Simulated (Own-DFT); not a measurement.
GaP (zincblende, atoms displaced) (calculated)

Computed with Own-DFT development build. A calculation, not a measurement: plane-wave PBE density functional theory by an unreviewed code, no spin, of a simulated periodic cell, stress positive in tension, free energy of the whole cell less one offset for each atom, forces on such cells passed a denser k mesh, this cell's mesh not checked; offsets are fitted by least squares, one for each functional and potential file, so energies compare only between cells with the same atoms and settings and are not formation energies; the far tail of each file's local potential was reset to the Coulomb form; each entry is a single point on an unrelaxed cell, so the pressure reflects the starting lattice, mostly measured values (interpolated for alloys), from which strain is counted, and rises with the displacements; printed positions are rounded, which can move forces by about a meV/angstrom; the program, named Own-DFT, is a retired in-house code; no spin-orbit coupling.

Common to all runs: functional PBE; potential files PseudoDojo norm-conserving, scalar-relativistic, standard set; wave cutoff 42 hartree; occupations Fermi-Dirac; smearing width 0.1 eV; hardware one NVIDIA H100; k mesh 3 x 3 x 3 centred on Gamma.

(1) GaP (zincblende, atoms displaced)

```
GaP
1.0
     10.9010     0.0000     0.0000
      0.0000    10.9010     0.0000
      0.0000     0.0000    10.9010
Ga P Ga P Ga P Ga P Ga P Ga P Ga P Ga P
4 4 4 4 4 4 4 4 4 4 4 4 4 4 4 4
Direct
  0.00702 0.99667 0.99444
  0.98647 0.23264 0.25918
  0.24824 0.97919 0.25850
  0.24626 0.23097 0.99150
  0.11033 0.10351 0.14066
  0.14953 0.37658 0.37314
  0.38872 0.12336 0.36404
  0.35270 0.39309 0.12403
  0.02678 0.02114 0.49372
  0.00258 0.23643 0.74449
  0.23952 0.00848 0.75166
  0.24170 0.24599 0.51092
  0.11333 0.13946 0.62490
  0.13135 0.39603 0.87348
  0.39314 0.09120 0.87804
  0.37632 0.36082 0.64030
  0.99994 0.48675 0.00041
  0.95472 0.75221 0.25655
  0.25606 0.48720 0.25496
  0.28123 0.73059 0.99271
  0.12249 0.63781 0.14895
  0.13431 0.90104 0.37025
  0.37626 0.61828 0.36475
  0.37370 0.87897 0.12608
  0.02516 0.48416 0.48272
  0.99874 0.77368 0.73678
  0.24921 0.48698 0.77921
  0.23816 0.73639 0.48261
  0.12137 0.61450 0.64293
  0.11308 0.86650 0.89104
  0.38303 0.60664 0.87312
  0.38321 0.86633 0.61979
  0.50503 0.01883 0.99817
  0.47559 0.27370 0.26137
  0.76714 0.01023 0.25739
  0.76825 0.23818 0.00988
  0.61371 0.12602 0.11563
  0.62717 0.37109 0.38549
  0.88564 0.12310 0.33886
  0.88151 0.36844 0.10911
  0.49728 0.02227 0.50629
  0.51035 0.23043 0.76455
  0.75283 0.01215 0.76627
  0.76404 0.24383 0.47688
  0.61865 0.11193 0.62508
  0.62305 0.37016 0.88478
  0.86126 0.13814 0.87654
  0.88585 0.37479 0.62547
  0.50071 0.49654 0.01955
  0.47385 0.73232 0.23657
  0.73280 0.50494 0.23932
  0.76254 0.74892 0.97027
  0.63591 0.62903 0.13957
  0.59154 0.86074 0.39594
  0.90683 0.61593 0.35608
  0.88483 0.91361 0.12216
  0.49539 0.45425 0.49511
  0.50788 0.73327 0.75192
  0.77461 0.50012 0.74334
  0.76339 0.74072 0.49708
  0.62171 0.62266 0.63491
  0.64641 0.87420 0.85870
  0.86826 0.61326 0.90262
  0.86051 0.87827 0.61085
```

| Quantity | Value |
| --- | --- |
| free energy of cell above offsets | -7.896 eV |
| pressure | 8.7 GPa |
| stress xx | -8.52 GPa |
| stress yy | -8.9 GPa |
| stress zz | -8.68 GPa |
| stress yz | 0.72 GPa |
| stress xz | 3.1 GPa |
| stress xy | -1.77 GPa |
| wall time | 571.5 s |

Force:
```tsv
element	x (eV/Å)	y (eV/Å)	z (eV/Å)
Ga	-0.185	2.176	-0.841
Ga	7.294	8.547	-6.068
Ga	4.313	3.927	-4.128
Ga	-0.115	0.251	0.931
P	2.056	1.652	-1.17
P	-1.891	-3.487	0.25
P	-2.559	-0.26	0.904
P	2.143	-3.571	-2.501
Ga	-2.855	-1.813	-0.687
Ga	-2.166	3.184	2.646
Ga	0.391	-2.264	-0.242
Ga	2.323	0.554	-1.109
P	2.586	-1.767	0.337
P	-4.755	-6.786	3.435
P	-5.275	4.047	-4.153
P	-0.672	-0.395	0.436
Ga	1.372	2.328	1.209
Ga	3.942	6.773	-5.391
Ga	-1.607	4.18	0.324
Ga	-2.645	1.499	1.919
P	0.216	-0.811	-1.478
P	-4.473	-5.447	4.245
P	-0.589	-1.859	2.36
P	0.697	-0.367	-1.586
Ga	-1.246	1.507	2.453
Ga	-0.228	-1.146	0.316
Ga	4.361	3.514	-5.931
Ga	0.387	0.669	1.496
P	0.342	0.548	-1.308
P	2.297	-0.76	-2.013
P	1.801	0.598	0.11
P	-1.466	0.408	0.221
Ga	2.865	-5.481	2.949
Ga	1.33	0.047	-1.802
Ga	-6.301	-3.619	-2.167
Ga	-3.983	1.363	0.853
P	2.292	2.131	3.149
P	1.962	-0.745	-3.144
P	-3.389	-3.294	9.957
P	-0.39	-0.014	3.495
Ga	-1.258	-2.985	-0.972
Ga	-0.066	1.061	-0.267
Ga	0.013	-0.468	-3.066
Ga	0.022	-0.634	1.971
P	3.149	2.376	1.208
P	1.001	-0.032	-0.111
P	3.917	-1.609	-1.393
P	0.399	-0.971	-1.966
Ga	1.206	0.064	-0.675
Ga	2.207	1.737	0.115
Ga	3.251	-3.131	2.444
Ga	-1.944	3.125	3.602
P	-2.709	3.107	-3.447
P	2.155	0.049	-1.287
P	-4.332	-5.688	5.145
P	-2.233	-4.237	0.719
Ga	-1.721	3.872	2.466
Ga	-0.912	2.109	0.368
Ga	-2.348	0.729	1.118
Ga	-1.973	-0.989	-0.848
P	2.101	-2.419	-2.291
P	-3.004	-0.915	1.599
P	2.902	-2.239	-3.552
P	1.998	2.069	0.843
```

(2) GaP (zincblende, atoms displaced)

```
GaP
1.0
     10.9010     0.0000     0.0000
      0.0000    10.9010     0.0000
      0.0000     0.0000    10.9010
Ga P Ga P Ga P Ga P Ga P Ga P Ga P Ga P
4 4 4 4 4 4 4 4 4 4 4 4 4 4 4 4
Direct
  0.99519 0.99581 0.99086
  0.00439 0.25820 0.27014
  0.20333 0.00381 0.26709
  0.25552 0.24432 0.00679
  0.13850 0.14515 0.13920
  0.12342 0.38796 0.38871
  0.38016 0.11318 0.36780
  0.36327 0.38310 0.13113
  0.01679 0.01589 0.52826
  0.00064 0.24173 0.77153
  0.24442 0.00799 0.73931
  0.25068 0.24637 0.51404
  0.13720 0.13986 0.61744
  0.12103 0.34654 0.86128
  0.38458 0.09947 0.86491
  0.34445 0.38336 0.64401
  0.98031 0.49918 0.99277
  0.99961 0.76191 0.24956
  0.28097 0.51579 0.25858
  0.24252 0.74993 0.01446
  0.11717 0.61376 0.11490
  0.09708 0.86666 0.39511
  0.38426 0.65714 0.36893
  0.37387 0.84961 0.11147
  0.01705 0.50194 0.48200
  0.02194 0.76776 0.74507
  0.25652 0.50683 0.77602
  0.23324 0.74882 0.50354
  0.12251 0.62818 0.61204
  0.12416 0.85949 0.88306
  0.36872 0.63428 0.88043
  0.37202 0.86276 0.64989
  0.51271 0.00842 0.99978
  0.49185 0.23976 0.25030
  0.73420 0.00061 0.25535
  0.74423 0.25972 0.00859
  0.62636 0.13526 0.11007
  0.62050 0.38682 0.38690
  0.87995 0.14491 0.37094
  0.89048 0.37336 0.10772
  0.50145 0.01246 0.49953
  0.49476 0.24981 0.74491
  0.75080 0.01309 0.75652
  0.76101 0.25352 0.52367
  0.62316 0.13316 0.60792
  0.60612 0.39380 0.87579
  0.88040 0.13095 0.89827
  0.86521 0.35971 0.63328
  0.48513 0.50841 0.00797
  0.49384 0.75141 0.25466
  0.73936 0.49604 0.25649
  0.73263 0.76534 0.98729
  0.63863 0.63376 0.11241
  0.62440 0.86974 0.40594
  0.86694 0.63597 0.38614
  0.87162 0.88591 0.12536
  0.49781 0.48206 0.49701
  0.48401 0.74489 0.75711
  0.74848 0.50613 0.74400
  0.74166 0.75480 0.51973
  0.62987 0.64729 0.61386
  0.63191 0.87142 0.86693
  0.87438 0.63198 0.85630
  0.87505 0.85691 0.62983
```

| Property | Result |
| --- | --- |
| free energy of cell above offsets | -16.026 eV |
| pressure | 6.97 GPa |
| stress xx | -6.99 GPa |
| stress yy | -7.16 GPa |
| stress zz | -6.75 GPa |
| stress yz | 0.5 GPa |
| stress xz | -0.04 GPa |
| stress xy | -2.81 GPa |
| wall time | 562.9 s |

Force:
```tsv
element	x (eV/Å)	y (eV/Å)	z (eV/Å)
Ga	1.339	-0.587	1.688
Ga	0.955	1.484	-2.179
Ga	2.165	-1.34	0.262
Ga	0.771	0.135	-1.761
P	-2.286	-1.06	-0.53
P	4.535	-3.511	-3.303
P	-2.254	0.203	0.675
P	1.45	-1.29	-0.532
Ga	-3.438	-1.973	-2.049
Ga	-3.222	-1.907	-3.822
Ga	0.05	-1.541	1.114
Ga	2.491	2.625	-3.567
P	-2.141	-1.418	3.91
P	3.821	4.726	3.888
P	-0.644	2.414	0.687
P	3.064	-0.912	-1.84
Ga	1.591	1.676	-2.34
Ga	-1.277	-1.776	-1.006
Ga	-2.729	0.391	0.255
Ga	-1.409	-1.822	-1.28
P	0.303	0.352	1.582
P	1.251	1.596	-0.198
P	-2.872	-3.8	4.286
P	1.977	4.039	2.126
Ga	-4.841	3.284	3.3
Ga	-1.841	-2.556	-1.071
Ga	-2.716	-0.246	-0.981
Ga	2.607	1.215	-0.59
P	-0.175	-1.582	2.826
P	1.002	3.204	0.409
P	-0.07	-0.299	1.606
P	-1.661	2.355	-3.573
Ga	-0.922	-2.547	-0.526
Ga	0.886	1.638	-0.488
Ga	0.835	0.215	0.383
Ga	0.492	1.746	-1.605
P	-0.704	-0.78	2.816
P	1.546	-3.598	-2.023
P	-1.786	-2.397	1.909
P	-2.138	-1.382	3.761
Ga	-0.779	-1.937	0.756
Ga	-0.089	0.411	0.384
Ga	0.504	-0.527	-0.754
Ga	-1.761	-1.542	-4.36
P	-0.029	-0.287	2.578
P	1.053	-1.315	-0.381
P	-1.742	-0.022	-1.746
P	3.712	3.444	2.701
Ga	0.86	0.363	0.298
Ga	4.013	2.264	-3.193
Ga	1.599	1.232	-1.051
Ga	3.707	-1.793	1.649
P	-1.746	-1.031	1.766
P	-0.906	1.549	-3.268
P	0.363	-0.93	-1.083
P	-0.581	-0.502	0.064
Ga	-2.54	3.244	2.454
Ga	3.077	-0.524	0.032
Ga	-0.626	-0.005	-0.191
Ga	3.896	1.421	-3.184
P	-4.717	-5.265	3.953
P	-2.736	2.461	-1.606
P	0.48	0.391	0.959
P	0.982	3.928	1.002
```

(3) GaP (zincblende, atoms displaced)

```
GaP
1.0
     10.9010     0.0000     0.0000
      0.0000    10.9010     0.0000
      0.0000     0.0000    10.9010
Ga P Ga P Ga P Ga P Ga P Ga P Ga P Ga P
4 4 4 4 4 4 4 4 4 4 4 4 4 4 4 4
Direct
  0.00063 0.99216 0.98208
  0.98751 0.25600 0.23637
  0.24646 0.01402 0.27879
  0.26120 0.24707 0.99573
  0.12504 0.14545 0.12404
  0.12783 0.38271 0.39989
  0.38757 0.13383 0.39389
  0.39685 0.35695 0.12775
  0.00413 0.99009 0.51109
  0.02572 0.23583 0.75176
  0.24314 0.99138 0.76263
  0.25400 0.24862 0.49845
  0.14111 0.15190 0.61626
  0.09999 0.37285 0.88926
  0.34751 0.12836 0.88506
  0.36797 0.36914 0.61923
  0.00399 0.50058 0.00205
  0.98416 0.72530 0.25330
  0.22810 0.49378 0.24993
  0.26982 0.74090 0.98955
  0.11076 0.61446 0.10259
  0.14964 0.85958 0.37413
  0.38590 0.61090 0.38162
  0.39152 0.86492 0.12784
  0.00403 0.46401 0.51044
  0.02811 0.76094 0.72664
  0.26074 0.48707 0.75598
  0.25679 0.74849 0.50782
  0.14372 0.60574 0.62244
  0.13086 0.88429 0.89351
  0.38334 0.63446 0.85421
  0.38384 0.86488 0.61938
  0.49209 0.00985 0.99923
  0.50290 0.23819 0.24203
  0.72051 0.99915 0.24689
  0.74474 0.23476 0.00829
  0.60803 0.10872 0.14094
  0.64272 0.36201 0.36937
  0.87045 0.09550 0.37322
  0.86345 0.37897 0.12634
  0.51261 0.00676 0.48883
  0.47779 0.24034 0.73688
  0.73736 0.97930 0.74754
  0.75606 0.23884 0.48940
  0.62043 0.11553 0.61416
  0.64399 0.38039 0.87031
  0.86275 0.13034 0.86222
  0.88241 0.37676 0.63965
  0.49286 0.48753 0.00648
  0.50198 0.75633 0.24652
  0.76061 0.51160 0.26434
  0.77062 0.75163 0.98281
  0.61403 0.61888 0.12059
  0.63174 0.87050 0.41256
  0.88979 0.63665 0.36870
  0.86882 0.89348 0.13644
  0.51125 0.48469 0.49212
  0.50595 0.74709 0.75723
  0.76906 0.50018 0.74009
  0.76419 0.76507 0.51960
  0.62932 0.61946 0.62660
  0.64036 0.88093 0.87837
  0.87239 0.61865 0.89598
  0.86321 0.88743 0.62397
```

| Item | Value |
| --- | --- |
| free energy of cell above offsets | -15.400 eV |
| pressure | 7.03 GPa |
| stress xx | -6.91 GPa |
| stress yy | -7.16 GPa |
| stress zz | -7.03 GPa |
| stress yz | -0.43 GPa |
| stress xz | 2.12 GPa |
| stress xy | 1.2 GPa |
| wall time | 545.7 s |

Force:
```tsv
element	x (eV/Å)	y (eV/Å)	z (eV/Å)
Ga	-2.872	3.01	2.669
Ga	0.235	-0.664	1.868
Ga	0.482	0.486	-2.024
Ga	-2.992	3.814	3.422
P	0.295	-2.008	0.308
P	1.837	-2.894	-4.65
P	-0.664	-0.055	-2.13
P	-3.639	1.435	-0.558
Ga	1.268	0.801	-1.361
Ga	-2.711	1.262	0.99
Ga	1.054	0.547	-2.25
Ga	1.314	1.747	-1.738
P	-1.809	-5.223	1.543
P	3.827	-1.15	-1.543
P	4.131	-3.016	-3.617
P	1.149	1.023	0.135
Ga	-3.932	-2.002	-0.669
Ga	5.353	5.974	-6.398
Ga	1.683	0.584	-0.141
Ga	-0.881	0.487	1.269
P	3.709	3.231	3.525
P	-2.763	0.107	0.097
P	-1.126	1.047	-1.327
P	-2.674	2.221	-1.188
Ga	-1.96	4.268	1.557
Ga	-0.908	-0.652	1.353
Ga	-1.1	0.185	0.607
Ga	0.828	-1.812	-0.284
P	-1.338	0.91	-0.113
P	1.167	-3.295	-1.917
P	-1.362	-3.282	2.473
P	0.154	1.824	1.402
Ga	-0.209	-1.163	-0.516
Ga	0.192	0.903	2.982
Ga	2.594	-2.71	2.955
Ga	-0.311	0.971	-0.221
P	0.266	1.416	-3.559
P	-0.988	0.717	-0.281
P	0.72	1.818	-0.536
P	0.053	0.24	-0.248
Ga	-1.823	-1.063	1.339
Ga	1.904	-0.276	1.239
Ga	0.635	3.91	-1.033
Ga	0.811	-0.415	1.287
P	0.951	1.515	2.253
P	-2.042	-1.251	0.364
P	1.086	-1.399	0.002
P	0.146	-3.241	-1.054
Ga	1.545	1.061	-1.747
Ga	1.76	-2.308	2.388
Ga	-1.433	-0.279	-1.422
Ga	-2.222	2.062	3.493
P	1.648	0.936	0.607
P	-0.704	-0.656	-4.535
P	-4.703	-4.762	7.633
P	0.845	-1.766	-1.098
Ga	0.288	0.003	0.487
Ga	2.279	1.933	-1.862
Ga	-1.568	1.743	1.88
Ga	-1.17	-4.273	-1.796
P	0.544	0.183	-0.238
P	-3.177	-1.648	1.79
P	2.102	-1.321	-3.942
P	4.226	0.211	2.078
```

(4) GaP (zincblende, atoms displaced)

```
GaP
1.0
     10.9010     0.0000     0.0000
      0.0000    10.9010     0.0000
      0.0000     0.0000    10.9010
Ga P Ga P Ga P Ga P Ga P Ga P Ga P Ga P
4 4 4 4 4 4 4 4 4 4 4 4 4 4 4 4
Direct
  0.99685 0.02074 0.98546
  0.99692 0.25333 0.23004
  0.24450 0.01304 0.25901
  0.23343 0.25889 0.96776
  0.13378 0.12143 0.09768
  0.11989 0.36918 0.36121
  0.37131 0.12923 0.35925
  0.36575 0.37642 0.13418
  0.98687 0.99013 0.49627
  0.97442 0.25366 0.74746
  0.27033 0.99854 0.73461
  0.25431 0.25245 0.49952
  0.12800 0.12887 0.61478
  0.12327 0.35912 0.87089
  0.35335 0.14358 0.89012
  0.35672 0.39654 0.61804
  0.97231 0.51861 0.02294
  0.02127 0.74094 0.23880
  0.24485 0.51622 0.24629
  0.25950 0.73853 0.00891
  0.12320 0.62707 0.13919
  0.12895 0.89562 0.37862
  0.37459 0.61692 0.38062
  0.37877 0.88487 0.12930
  0.99331 0.47892 0.49818
  0.01284 0.74222 0.76139
  0.25142 0.47465 0.75401
  0.24334 0.74290 0.47708
  0.12620 0.61713 0.61521
  0.12776 0.88208 0.85742
  0.37876 0.62532 0.87275
  0.37497 0.86255 0.61934
  0.49767 0.98507 0.99921
  0.50215 0.26654 0.23849
  0.75259 0.99761 0.23864
  0.73759 0.26155 0.00202
  0.63706 0.12546 0.09664
  0.61471 0.38818 0.40371
  0.89596 0.11868 0.38038
  0.89351 0.36645 0.13074
  0.50867 0.97464 0.49740
  0.50531 0.22960 0.78024
  0.72710 0.01975 0.74724
  0.76643 0.25470 0.49322
  0.63061 0.13354 0.65003
  0.62617 0.37484 0.89301
  0.88543 0.11059 0.86017
  0.86626 0.37771 0.61816
  0.50655 0.48690 0.02869
  0.50093 0.74277 0.25751
  0.73077 0.49386 0.24571
  0.74308 0.73849 0.99840
  0.62558 0.62714 0.13062
  0.63310 0.87085 0.37317
  0.86068 0.63912 0.36582
  0.85655 0.87278 0.12951
  0.49726 0.52714 0.51623
  0.51060 0.74860 0.76218
  0.75268 0.48909 0.75106
  0.76425 0.74500 0.50298
  0.61901 0.61918 0.61519
  0.63707 0.89003 0.89596
  0.88217 0.64249 0.89650
  0.88138 0.86954 0.60414
```

| Item | Value |
| --- | --- |
| free energy of cell above offsets | -15.154 eV |
| pressure | 7.5 GPa |
| stress xx | -7.88 GPa |
| stress yy | -7.55 GPa |
| stress zz | -7.09 GPa |
| stress yz | 1.21 GPa |
| stress xz | -0.05 GPa |
| stress xy | 2.56 GPa |
| wall time | 558.7 s |

Force:
```tsv
element	x (eV/Å)	y (eV/Å)	z (eV/Å)
Ga	1.186	-3.547	1.691
Ga	3.921	-4.186	3.089
Ga	-0.076	-0.336	-2.267
Ga	1.386	-0.64	6.752
P	-0.32	0.746	2.184
P	0.617	0.383	0.474
P	2.269	0.929	1.832
P	-1.302	0.22	-1.335
Ga	2.929	0.946	0.851
Ga	2.273	-0.462	-0.709
Ga	-1.616	1.099	0.522
Ga	-0.26	0.012	-0.972
P	-0.762	-0.509	0.779
P	-5.642	5.286	-3.001
P	4.48	-5.296	-2.599
P	3.47	-2.653	-1.667
Ga	2.443	-1.154	-0.086
Ga	-4.5	4.866	4.033
Ga	0.939	-2.549	1.712
Ga	-0.384	1.455	-0.908
P	1.976	-1.967	-4.825
P	-0.506	-2.365	-0.916
P	0.009	0.892	-1.627
P	-1.014	-1.61	1.224
Ga	0.981	2.435	-1.466
Ga	-0.032	0.308	-2.072
Ga	-1.703	3.132	1.7
Ga	-0.496	0.842	1.589
P	-0.528	-0.429	0.725
P	0.891	0.109	1.843
P	-0.035	-1.61	0.885
P	0.861	-0.6	0.017
Ga	-1.207	2.419	0.357
Ga	0.904	-1.569	1.355
Ga	-0.965	1.831	1.76
Ga	4.314	-0.612	0.004
P	-2.032	-1.204	3.204
P	0.482	-1.306	-2.155
P	-2.611	2.033	-2.711
P	-5.755	2.866	-2.59
Ga	-0.988	1.918	0.359
Ga	-0.779	1.824	-0.574
Ga	4.944	-5.218	3.301
Ga	-1.601	-1.26	-0.505
P	-3.557	3.35	-5.987
P	-1.203	1.718	-2.415
P	-3.392	2.111	-0.932
P	0.437	-0.069	1.479
Ga	-0.993	1.29	-1.456
Ga	-0.463	1.068	-0.08
Ga	1.713	-0.329	1.632
Ga	-0.62	1.843	1.483
P	-0.684	-0.171	-0.537
P	0.472	-0.274	-0.348
P	2.161	-2.703	-1.3
P	3.349	-1.392	-1.925
Ga	-3.526	-3.879	-1.955
Ga	0.045	0.668	-0.546
Ga	-0.919	1.346	0.74
Ga	-2.084	0.093	-0.191
P	4.639	3.545	4.465
P	0.14	-1.815	-2.697
P	-0.474	-1.345	-3.141
P	-1.198	-0.524	4.456
```
